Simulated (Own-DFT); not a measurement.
Simulation results for HfO2 (monoclinic hafnia, atoms displaced)

All values are calculated (Own-DFT development build). A calculation, not a measurement: plane-wave density functional theory by an unreviewed code, no spin, of a simulated periodic cell, stress positive in tension, run twice, with PBE and with PBEsol, both on files made for PBE, so the change isn't that of files made for PBEsol, hafnium file: forces about 75 meV/angstrom off all-electron values; oxygen file: force components 24 meV/angstrom off all-electron in one glass; forces on such cells passed a denser k mesh, this cell's mesh not checked; the far tail of each file's local potential was reset to the Coulomb form; each entry is a single point on an unrelaxed cell, so the pressure reflects the starting lattice, mostly measured values (interpolated for alloys), from which strain is counted, and rises with the displacements; printed positions are rounded, which can move forces by about a meV/angstrom; the program, named Own-DFT, is a retired in-house code; no spin-orbit coupling; stress was not checked against mesh or cutoff.

Entry: HfO2 (monoclinic hafnia, atoms displaced)

```xyz
96
Lattice="10.2340 0.0000 0.0000 0.0000 10.3500 0.0000 -1.6955 0.0000 10.4453" Properties=species:S:1:pos:R:3 HfO2
Hf     1.2393     0.1059     1.1487
Hf     3.4484     2.8535     1.6589
Hf     3.0300     4.9362     4.2025
Hf     0.8006     2.4258     3.6013
O      0.0475     1.6255     1.7461
O      4.6132     4.3180     0.7163
O      4.2499     3.4027     3.4391
O     -0.4569     0.8872     4.3813
O      2.0911     3.9048     2.5931
O      1.0243     1.3194    10.3974
O      2.4223     1.0576     2.7691
O      1.8009     3.7978     5.1386
Hf     0.1481     0.2108     6.3054
Hf     2.5536     2.9123     6.8688
Hf     2.1083     4.9298     9.3909
Hf    -0.1175     2.3658     8.9008
O     -0.7506     1.6924     7.0261
O      3.7619     4.2693     6.0881
O      3.3626     3.4656     8.6935
O     -1.2066     0.8268     9.7071
O      0.9707     3.9430     7.7712
O      1.8843     1.3602     5.4104
O      1.4575     1.3237     8.0162
O      0.5495     3.8551    10.3854
Hf     1.2074     5.4508     1.0746
Hf     3.3818     7.9937     1.6072
Hf     3.0080    10.1110     4.0854
Hf     0.9067     7.7581     3.8235
O      0.0608     6.9241     1.8336
O      4.5868     9.6958     0.6836
O      4.1958     8.5633     3.4071
O     -0.3250     5.9717     4.4993
O      1.9773     9.1506     2.5049
O      2.8218     6.5050     0.0500
O      2.2521     6.4463     2.6375
O      1.4371     8.9902     5.1642
Hf     0.4588     5.4130     6.3493
Hf     2.7447     7.9965     6.7433
Hf     2.0683    10.1538     9.4819
Hf    -0.1339     7.5967     8.8906
O     -0.8273     6.9348     7.0444
O      3.8122     9.4813     6.1148
O      3.4675     8.5626     8.7499
O     -1.1088     6.0985     9.7466
O      0.9913     9.0233     7.6919
O      1.9881     6.4915     5.2650
O      1.5804     6.4349     7.9340
O      0.6822     9.0300    10.4185
Hf     6.2453     0.2198     1.1581
Hf     8.5594     2.8881     1.6188
Hf     8.1571     4.9549     4.0577
Hf     5.9770     2.4343     3.7278
O      5.1931     1.8210     1.8046
O      9.5940     4.2106     0.7996
O      9.2654     3.4645     3.5524
O      4.8385     0.8556     4.4701
O      7.0451     3.8650     2.6545
O      7.9533     1.3519     0.1049
O      7.5986     1.3461     2.6923
O      6.6484     3.9221     5.1702
Hf     5.4959     0.2693     6.3719
Hf     7.8953     2.7727     6.7841
Hf     7.2382     4.9375     9.4272
Hf     5.0329     2.3376     8.9474
O      4.3153     1.7760     7.0674
O      8.8587     4.2637     6.0837
O      8.3732     3.4568     8.5306
O      3.8554     0.8226     9.7984
O      6.1885     3.8219     7.7433
O      7.0498     1.2992     5.4005
O      6.6846     1.2461     7.7896
O      5.7464     3.8570    10.1724
Hf     6.3620     5.3437     0.9915
Hf     8.6872     7.8640     1.5315
Hf     8.1329     0.0275     4.0540
Hf     5.9141     7.5176     3.7337
O      5.1599     6.9420     1.8104
O      9.8942     9.5496     0.6699
O      9.3684     8.5652     3.5028
O      4.8187     6.2353     4.3399
O      6.9035     9.1346     2.5285
O      8.0722     6.5447     0.1473
O      7.4385     6.4221     2.6182
O      6.6343     8.9296     5.1557
Hf     5.3904     5.2773     6.3940
Hf     7.8492     8.0845     6.8419
Hf     7.2832    10.1500     9.3550
Hf     5.1354     7.4979     8.9372
O      4.3677     6.8288     6.9146
O      8.7374     9.5758     6.1541
O      8.2917     8.6444     8.6787
O      4.0250     6.0551     9.6915
O      6.2237     9.1977     7.6277
O      7.0959     6.4740     5.4128
O      6.7417     6.4967     7.9891
O      5.6668     9.0883    10.2733
```

```
functional                                        : PBE, then PBEsol
potential files                                   : PseudoDojo norm-conserving, scalar-relativistic, standard set
wave cutoff                                       : 72 hartree
occupations                                       : Fermi-Dirac
smearing width                                    : 0.1 eV
k mesh                                            : 2 x 2 x 2 centred on Gamma
PBE pressure                                      : 10.1 GPa
PBE stress xx                                     : -11.17 GPa
PBE stress yy                                     : -9.94 GPa
PBE stress zz                                     : -9.2 GPa
PBE stress yz                                     : 0.85 GPa
PBE stress xz                                     : -0.94 GPa
PBE stress xy                                     : -0.23 GPa
PBEsol pressure                                   : 3.62 GPa
PBEsol stress xx                                  : -4.63 GPa
PBEsol stress yy                                  : -3.53 GPa
PBEsol stress zz                                  : -2.7 GPa
PBEsol stress yz                                  : 0.83 GPa
PBEsol stress xz                                  : -0.58 GPa
PBEsol stress xy                                  : -0.25 GPa
rms change of force components from PBE to PBEsol : 0.066 eV/Å
```

Force:
```
force element  PBE force x (eV/Å)  PBE force y (eV/Å)  PBE force z (eV/Å)  PBEsol force x (eV/Å)  PBEsol force y (eV/Å)  PBEsol force z (eV/Å)
           Hf                0.79               2.873              -2.571                  0.764                  2.839                 -2.566
           Hf                1.89               -1.99              -3.446                  1.886                 -1.874                 -3.316
           Hf               2.234               2.598              -1.409                   2.13                  2.465                 -1.337
           Hf               0.599               -1.65               1.883                  0.573                 -1.668                  1.818
            O               0.121               2.141               2.109                  0.135                  2.102                  2.122
            O                0.18              -0.587               1.579                  0.168                 -0.548                  1.483
            O              -0.092                1.19               0.825                 -0.107                  1.134                  0.736
            O               2.687               1.349               0.239                    2.6                  1.299                  0.281
            O              -3.412               0.647               0.151                 -3.251                  0.605                  0.186
            O               0.195               0.997               3.053                  0.134                  0.921                  2.934
            O              -0.739               3.762              -1.308                 -0.777                   3.65                 -1.259
            O              -4.666              -0.495              -0.225                  -4.47                 -0.465                 -0.203
           Hf                5.08              -1.135               0.404                  4.936                 -1.056                  0.378
           Hf                0.44              -4.509              -0.431                  0.434                 -4.366                 -0.414
           Hf               0.155               1.201              -0.142                  0.126                  1.122                 -0.106
           Hf               0.871              -0.891               2.153                  0.897                 -0.954                  2.074
            O              -0.274               0.932               0.712                 -0.278                   0.92                  0.747
            O               1.031               1.029               -0.51                  0.993                  1.023                 -0.539
            O              -0.577               0.821               0.184                 -0.577                  0.787                  0.126
            O               0.079               1.085              -1.828                  0.086                  1.041                 -1.737
            O               0.027               0.295              -0.082                  0.107                  0.283                 -0.082
            O              -0.609              -0.302              -1.175                 -0.655                 -0.275                 -1.163
            O               0.275               -0.28              -0.763                  0.185                 -0.232                 -0.718
            O               -0.14              -0.091               0.068                  -0.06                  -0.06                  0.053
           Hf               1.069              -0.346               0.139                  1.081                 -0.235                  0.075
           Hf               3.095              -1.996              -1.974                      3                 -1.931                 -1.879
           Hf               2.867               0.616               3.919                  2.784                  0.557                  3.807
           Hf              -2.383              -4.599               -2.08                 -2.322                 -4.512                 -2.062
            O               0.852              -0.831              -0.245                  0.819                 -0.798                 -0.243
            O              -1.258              -3.519               4.733                 -1.216                 -3.389                  4.553
            O              -1.558               1.772               0.442                 -1.552                  1.712                  0.371
            O               0.774               0.684               -0.67                  0.754                  0.639                 -0.574
            O               -1.57              -1.766               1.559                 -1.462                 -1.733                  1.537
            O               0.024               0.287               0.954                 -0.053                  0.255                  0.936
            O               1.148               -0.03               0.724                   1.07                 -0.003                  0.678
            O               0.918               1.859               0.672                  0.958                  1.791                  0.613
           Hf               -2.19               0.879              -0.847                 -2.135                  0.929                 -0.846
           Hf              -0.884               0.061               1.844                 -0.847                  0.095                  1.822
           Hf               1.502               0.962              -4.472                  1.451                  0.948                 -4.283
           Hf                2.02               0.329               0.173                  1.979                  0.263                   0.13
            O               2.476               -1.46               0.569                  2.426                 -1.391                   0.63
            O              -0.671                0.23              -0.981                 -0.664                  0.208                 -0.988
            O              -1.555               0.263              -1.462                 -1.486                  0.213                 -1.489
            O              -2.187              -1.105              -0.666                 -2.105                 -1.076                  -0.58
            O              -0.069               0.742                0.38                 -0.039                  0.702                  0.374
            O                0.42               0.338               0.846                  0.353                  0.316                  0.826
            O              -0.417              -0.456              -0.158                 -0.478                 -0.465                 -0.162
            O              -1.758              -1.379              -0.091                 -1.651                  -1.31                 -0.057
           Hf               2.423              -0.154              -0.862                  2.344                 -0.105                 -0.899
           Hf              -1.255              -4.223              -1.604                 -1.243                 -4.111                 -1.532
           Hf              -1.677               3.884               4.429                 -1.667                  3.728                  4.373
           Hf              -0.475              -1.123               1.738                 -0.454                 -1.119                  1.658
            O               0.159               0.049               0.716                  0.153                  0.052                  0.761
            O               3.525               2.869                0.08                  3.399                  2.818                  0.023
            O               2.981              -2.191              -1.359                  2.895                 -2.153                 -1.397
            O              -1.318              -0.133              -1.453                 -1.268                 -0.136                 -1.365
            O              -0.604               1.077              -2.681                 -0.498                  1.016                 -2.587
            O               -0.43                0.77               0.426                 -0.479                  0.748                  0.409
            O              -1.137               0.006                 0.4                 -1.149                  0.016                  0.434
            O               -1.07               -1.33              -1.165                  -0.98                 -1.294                 -1.161
           Hf               0.575              -0.794              -0.932                  0.605                 -0.726                 -0.923
           Hf              -5.134               0.629              -2.126                 -5.023                  0.673                 -2.035
           Hf               0.931               0.952               -3.57                  0.852                   0.88                 -3.463
           Hf               0.748              -1.519              -0.705                  0.731                 -1.488                 -0.729
            O               -0.77               0.083               0.257                 -0.725                  0.103                   0.32
            O               2.969               1.864              -0.834                  2.879                  1.811                  -0.85
            O               2.083               0.468               3.079                  2.027                  0.419                  2.937
            O                0.79               2.194              -2.677                  0.779                  2.109                 -2.546
            O              -1.137               1.415              -0.149                 -1.068                  1.387                 -0.127
            O               1.279               0.747              -2.024                  1.206                  0.697                 -1.986
            O              -0.085               0.214               2.677                 -0.151                    0.2                   2.59
            O              -1.478               0.326               2.765                 -1.383                  0.344                  2.683
           Hf               -0.96               1.843               1.645                 -0.954                  1.881                  1.544
           Hf              -2.521               3.209               0.793                 -2.453                  3.093                  0.803
           Hf              -3.559              -5.186               1.156                 -3.508                 -5.047                  1.169
           Hf               4.598               3.395              -0.198                   4.49                  3.287                 -0.223
            O               -0.23              -0.807              -1.381                 -0.225                 -0.768                  -1.28
            O              -2.817               -3.46               1.993                 -2.725                 -3.322                  1.884
            O              -0.759                1.32              -0.267                 -0.689                  1.256                 -0.314
            O              -4.667              -5.924                2.48                 -4.546                 -5.781                  2.461
            O               1.375               0.534              -0.485                  1.373                  0.539                 -0.479
            O              -0.748              -1.126               -0.58                 -0.777                 -1.121                 -0.562
            O               1.048              -0.672               0.235                  0.974                 -0.655                  0.214
            O               -0.26               1.147              -0.779                 -0.203                  1.118                 -0.745
           Hf                5.28               0.797              -0.782                  5.174                  0.817                 -0.783
           Hf              -6.154              -3.268              -3.666                 -6.042                  -3.14                  -3.55
           Hf              -2.198               2.204              -0.107                 -2.148                  2.098                 -0.086
           Hf               0.635               2.459              -0.464                  0.606                  2.378                 -0.442
            O              -0.694               1.062               1.467                 -0.684                  1.036                  1.465
            O               2.104               2.444              -1.446                  2.073                  2.401                 -1.433
            O               3.499              -1.657               1.356                  3.416                 -1.628                  1.254
            O                -1.1              -1.027              -0.626                  -1.03                 -1.013                 -0.539
            O              -0.898              -1.074               1.632                 -0.794                 -1.027                  1.587
            O               0.135              -0.441              -0.683                  0.075                 -0.438                 -0.683
            O              -0.855              -1.511               0.931                 -0.902                 -1.467                  0.944
            O               1.045              -0.868               0.576                  1.072                 -0.844                  0.523
```
